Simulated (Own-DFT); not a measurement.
# How strain changes the stress of 4H SiC, 72 atoms (C36Si36)

These are calculations, not measurements. The program, named Own-DFT, is a retired in-house plane-wave density functional code that no person has reviewed. Each row is one single-point run on a periodic cell that was not relaxed, without spin or spin-orbit coupling.

Settings of every run: PBE; PseudoDojo norm-conserving scalar-relativistic files; cutoff 42 hartree; 4 x 4 x 3 k mesh centred on Gamma; Fermi-Dirac smearing of 0.1 eV.

Known limits: forces on such cells passed a denser k mesh, each cell not checked; stress not checked against mesh or cutoff.

Unstrained cell vectors in Å: (9.248, 0.000, 0.000); (-4.624, 8.009, 0.000); (0.000, 0.000, 10.068). The unstrained cell has measured lattice constants (interpolated for alloys), not those of this functional. That, the random moves and any unrelaxed bonds set the pressure at no strain. Each run strains this cell uniformly, with the atoms carried along. Every atom was also moved at random, by a Gaussian of width 0.05 Å on each axis. Strain is the symmetric tensor, in per cent. Stress is positive in tension, and the pressure is minus a third of its trace.

```
run  e_xx (%)  e_yy (%)  e_zz (%)  e_yz (%)  e_xz (%)  e_xy (%)  s_xx (GPa)  s_yy (GPa)  s_zz (GPa)  s_yz (GPa)  s_xz (GPa)  s_xy (GPa)  P (GPa)  E (meV/atom)
  1      0.70     -0.96      0.81      1.46      0.44      0.49       -2.05      -10.74       -0.27        4.63        1.97        2.37     4.36          18.7
  2     -1.90      1.89     -1.23      0.44     -1.22     -0.07      -12.08        2.59      -15.28        2.28       -3.03       -0.75     8.25          32.2
  3      1.32      0.18      1.12     -1.09     -0.03      0.59        2.92       -1.83       -1.69       -2.41        0.12        2.01     0.20          39.9
  4      0.04     -1.83      0.09     -0.19     -0.94     -0.44       -4.73      -18.17       -7.08       -1.92       -3.32       -1.44     9.99          35.8
  5      0.49      0.60     -0.71     -1.04     -1.18      1.16       -2.09       -0.81      -10.53       -2.81       -4.44        4.62     4.48          20.4
  6      0.18     -1.74      0.82     -1.98      0.86     -0.34       -7.20      -14.11       -1.08       -6.37        3.10       -2.53     7.46          38.0
  7     -0.75      0.12      0.85      1.75      0.00      1.45       -8.20       -6.14       -0.63        6.33        0.07        6.99     4.99          16.0
  8      0.34     -1.20     -1.86      1.02      1.66      0.30       -3.42      -12.78      -19.79        3.97        6.05        2.98    12.00          33.9
  9      0.77      0.98     -1.22     -0.50      1.18     -1.76       -1.12        0.22      -12.49       -1.22        4.59       -9.00     4.46          21.1
 10      1.34     -0.11      1.95     -1.39      1.45     -0.79        4.09       -3.25        4.68       -4.28        4.82       -2.31    -1.84           0.0
 11     -0.63     -0.98      1.51     -1.28      1.16     -0.93       -8.76      -11.27        2.39       -4.61        4.37       -4.94     5.88          25.1
 12     -0.20      0.60      0.35      1.08     -0.30      0.41       -5.25       -2.87       -4.26        2.67       -1.76        1.75     4.13          31.0
 13     -0.87     -0.10     -1.41     -1.89     -0.66      0.69      -10.27       -6.67      -15.91       -6.76       -3.02        3.02    10.95          32.7
 14     -0.32     -1.18      1.34      0.79     -0.96     -0.63       -6.72      -10.39        0.26        2.20       -2.75       -2.05     5.61          20.3
 15     -1.69      0.69     -1.39     -0.98     -1.27     -0.35      -14.65       -2.40      -17.59       -3.56       -2.96       -0.99    11.54          56.6
 16     -1.30     -0.01      1.28      1.59     -1.70      1.48      -11.17       -6.98        0.53        4.70       -4.98        5.92     5.87          40.5
 17     -0.07      0.14     -0.22      0.08     -1.66      0.05           ?           ?           ?           ?           ?           ?        ?             ?
```

E is the free energy for each atom above the lowest run shown.

## Worked fit

Each stress component was fitted by least squares to a constant and the strains of the runs shown, as fractions, with shears doubled. Shear strains stay in the fit of a normal stress only where such slopes are resolved. The slopes, in GPa:

| stress | at no strain | per e_xx | per e_yy | per e_zz | scatter |
|---|---|---|---|---|---|
| s_xx | -4.7 | 533 ± 30 | 96 ± 30 | 34 ± 25 | 1.09 |
| s_yy | -5.4 | 113 ± 32 | 588 ± 31 | 38 ± 26 | 1.14 |
| s_zz | -7.0 | 36 ± 35 | 17 ± 34 | 624 ± 28 | 1.25 |

Each shear stress against twice its own strain: yz 162 ± 7, xz 170 ± 10, xy 223 ± 16 GPa. These are stiffnesses along x, y and z of the frame in which the cell vectors are given, which need not be the crystal's axes. The atoms are held to the strained lattice; where symmetry lets them move under strain, relaxing them would lower some slopes. The table should be nearly symmetric about its diagonal, and what it lacks of that shows the noise. A ninth of its sum, 231 ± 4 GPa, estimates the bulk modulus near the mean pressure of these runs, 6.1 GPa, so it lies above the value at zero pressure.

## Withheld run

Question: what normal stresses and pressure should run 17 give?

The fit gives s_xx = -5.0, s_yy = -4.7, s_zz = -8.4 and P = 6.0 GPa. The calculation gave -5.99, -4.33, -7.80 and P = 6.04 GPa.
